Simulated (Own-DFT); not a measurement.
# Strain and stress in wurtzite AlGaN with randomly placed atoms, 72 atoms (Al27Ga9N36)

Calculated results; nothing here was measured. They come from Own-DFT, an in-house plane-wave density functional program, since retired, whose code no person has reviewed. Each row is one single-point run on a periodic cell that was not relaxed, without spin or spin-orbit coupling.

Settings of every run: PBE; PseudoDojo norm-conserving scalar-relativistic files; cutoff 42 hartree; 4 x 4 x 3 k mesh centred on Gamma; Fermi-Dirac smearing of 0.1 eV.

Known limits: forces on such cells passed a denser k mesh, each cell not checked; stress not checked against mesh or cutoff.

Unstrained cell vectors in Å: (9.394, 0.000, 0.000); (-4.697, 8.135, 0.000); (0.000, 0.000, 10.066). The unstrained cell has measured lattice constants (interpolated for alloys), not those of this functional. That, the random moves and any unrelaxed bonds set the pressure at no strain. Each run strains this cell uniformly, with the atoms carried along. Every atom was also moved at random, by a Gaussian of width 0.05 Å on each axis. The random placing of the alloy's atoms differs from row to row. Strain is the symmetric tensor, in per cent. Stress is positive in tension, and the pressure is minus a third of its trace.

| run | e_xx (%) | e_yy (%) | e_zz (%) | s_xx (GPa) | s_yy (GPa) | s_zz (GPa) | P (GPa) | E (meV/atom) |
|---|---|---|---|---|---|---|---|---|
| 1 | -0.50 | -0.50 | 0.00 | -11.10 | -9.82 | -5.02 | 8.65 | 16.2 |
| 2 | 3.00 | 3.00 | 0.00 | 7.93 | 7.93 | -3.64 | -4.07 | 28.5 |
| 3 | -0.25 | -0.25 | 0.00 | -7.24 | -9.36 | -6.59 | 7.73 | 16.5 |
| 4 | -2.00 | -2.00 | 0.00 | -19.55 | -18.86 | -9.46 | 15.96 | 36.5 |
| 5 | -3.00 | -3.00 | 0.00 | -26.98 | -24.91 | -12.21 | 21.37 | 67.3 |
| 6 | -1.50 | -1.50 | 0.00 | -14.03 | -15.60 | -9.59 | 13.08 | 16.5 |
| 7 | 0.75 | 0.75 | 0.00 | -1.86 | -0.99 | -7.20 | 3.35 | 0.0 |
| 8 | -2.50 | -2.50 | 0.00 | -21.95 | -22.06 | -11.42 | 18.48 | 47.5 |
| 9 | -1.25 | -1.25 | 0.00 | ? | ? | ? | ? | ? |

E is the free energy for each atom above the lowest run shown.

## Worked fit

The change of volume is close to e_xx + e_yy + e_zz. A straight line through the runs shown gives P = 7.46 - 213 x (fractional change of volume) GPa, with an error of 10 on the slope and a scatter of 1.07 GPa. The strain isn't the same on all axes and the cell isn't cubic, so the slope belongs to this path and is not the bulk modulus.

## Withheld run

Question: what pressure should run 9 give? Its volume changes by -2.48 %.

The line gives 12.7 GPa. The calculation gave 12.73 GPa.
